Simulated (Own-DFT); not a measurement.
# Response to strain: zincblende GaP, 64 atoms (Ga32P32)

All numbers below are calculated, not measured. The program, named Own-DFT, is a retired in-house plane-wave density functional code that no person has reviewed. Each row is one single-point run on a periodic cell that was not relaxed, without spin or spin-orbit coupling.

Settings of every run: PBE; PseudoDojo norm-conserving scalar-relativistic files; cutoff 42 hartree; 3 x 3 x 3 k mesh centred on Gamma; Fermi-Dirac smearing of 0.1 eV.

Known limits: forces on such cells passed a denser k mesh, each cell not checked; stress not checked against mesh or cutoff.

Unstrained cell vectors in Å: (10.901, 0.000, 0.000); (0.000, 10.901, 0.000); (0.000, 0.000, 10.901). The unstrained cell has measured lattice constants (interpolated for alloys), not those of this functional. That, the random moves and any unrelaxed bonds set the pressure at no strain. Each run strains this cell uniformly, with the atoms carried along. Every atom was also moved at random, by a Gaussian of width 0.05 Å on each axis. Strain is the symmetric tensor, in per cent. Stress is positive in tension, and the pressure is minus a third of its trace.

| run | e_xx (%) | e_yy (%) | e_zz (%) | e_yz (%) | e_xz (%) | e_xy (%) | s_xx (GPa) | s_yy (GPa) | s_zz (GPa) | s_yz (GPa) | s_xz (GPa) | s_xy (GPa) | P (GPa) | E (meV/atom) |
|---|---|---|---|---|---|---|---|---|---|---|---|---|---|---|
| 1 | -0.44 | -1.79 | 1.91 | -1.74 | -1.31 | -1.51 | -4.33 | -4.99 | -2.60 | -3.40 | -3.49 | -3.08 | 3.97 | 35.9 |
| 2 | -0.19 | -0.89 | 1.93 | -0.11 | -1.51 | -0.19 | -3.24 | -3.59 | -1.80 | -0.96 | -3.18 | -0.73 | 2.87 | 24.2 |
| 3 | 1.32 | 1.98 | 1.42 | 1.27 | 1.72 | -0.29 | 0.11 | 0.71 | 0.12 | 2.07 | 2.42 | 0.06 | -0.31 | 14.1 |
| 4 | -0.49 | -0.35 | -1.79 | 0.66 | 1.74 | -1.95 | -6.07 | -5.65 | -6.86 | 2.00 | 4.53 | -3.72 | 6.19 | 44.2 |
| 5 | 0.11 | -0.56 | -0.43 | 0.17 | -0.04 | 1.60 | -3.98 | -4.52 | -4.36 | 0.96 | -1.13 | 2.67 | 4.29 | 29.8 |
| 6 | 0.68 | -1.51 | 1.29 | 1.15 | 1.64 | -1.90 | -3.15 | -4.45 | -2.57 | 2.90 | 3.01 | -4.47 | 3.39 | 31.5 |
| 7 | 0.06 | -0.90 | -1.32 | 0.38 | 1.63 | -1.11 | -4.72 | -5.36 | -5.65 | 0.59 | 2.43 | -2.40 | 5.24 | 18.0 |
| 8 | 0.00 | -0.17 | -0.62 | 0.82 | -1.01 | 1.36 | -4.01 | -4.07 | -4.36 | 1.59 | -2.03 | 2.89 | 4.15 | 20.5 |
| 9 | 1.41 | 0.85 | -0.59 | 1.53 | -1.72 | -0.91 | -1.42 | -1.75 | -2.87 | 2.40 | -2.30 | -1.97 | 2.01 | 17.4 |
| 10 | 0.81 | 0.26 | 1.06 | 1.03 | -0.67 | 1.00 | -1.33 | -1.69 | -1.19 | 1.67 | -0.88 | 1.21 | 1.40 | 0.0 |
| 11 | -0.54 | 0.43 | 1.63 | -0.16 | 1.79 | -1.41 | -2.72 | -1.97 | -1.16 | -0.47 | 2.90 | -1.92 | 1.95 | 6.2 |
| 12 | 0.09 | 1.91 | 1.25 | -0.34 | -0.77 | -1.46 | -1.43 | -0.20 | -0.59 | -0.81 | -1.63 | -2.71 | 0.74 | 12.2 |
| 13 | -0.31 | 0.56 | 0.11 | -1.88 | -1.26 | -0.28 | -3.48 | -2.80 | -3.25 | -3.66 | -1.84 | -0.17 | 3.18 | 20.5 |
| 14 | 1.38 | -0.10 | 1.35 | -0.99 | 0.31 | 1.62 | -0.84 | -1.92 | -0.95 | -1.77 | 0.44 | 2.95 | 1.24 | 12.0 |
| 15 | -0.08 | -1.22 | 0.11 | -0.28 | 0.02 | 0.55 | -4.11 | -5.00 | -4.12 | -0.37 | -0.05 | 1.12 | 4.41 | 21.0 |
| 16 | 1.84 | 0.16 | -1.77 | -1.83 | 1.11 | -0.48 | ? | ? | ? | ? | ? | ? | ? | ? |

E is the free energy for each atom above the lowest run shown.

## Worked fit

Each stress component was fitted by least squares to a constant and the strains of the runs shown, as fractions, with shears doubled. Shear strains stay in the fit of a normal stress only where such slopes are resolved. The slopes, in GPa:

```
stress  at no strain  per e_xx  per e_yy  per e_zz  scatter
  s_xx          -3.6  134 ± 11    66 ± 7    64 ± 6     0.27
  s_yy          -3.5    61 ± 7   134 ± 4    64 ± 4     0.17
  s_zz          -3.6    60 ± 9    65 ± 6   133 ± 5     0.23
```

Each shear stress against twice its own strain: yz 91 ± 7, xz 86 ± 8, xy 98 ± 4 GPa. These are stiffnesses along x, y and z of the frame in which the cell vectors are given, which need not be the crystal's axes. The atoms are held to the strained lattice; where symmetry lets them move under strain, relaxing them would lower some slopes. The table should be nearly symmetric about its diagonal, and what it lacks of that shows the noise. A ninth of its sum, 87 ± 3 GPa, estimates the bulk modulus near the mean pressure of these runs, 3.0 GPa, so it lies above the value at zero pressure.

## Withheld run

Question: what normal stresses and pressure should run 16 give?

The fit gives s_xx = -2.1, s_yy = -3.3, s_zz = -4.7 and P = 3.4 GPa. The calculation gave -1.99, -3.47, -4.64 and P = 3.36 GPa.
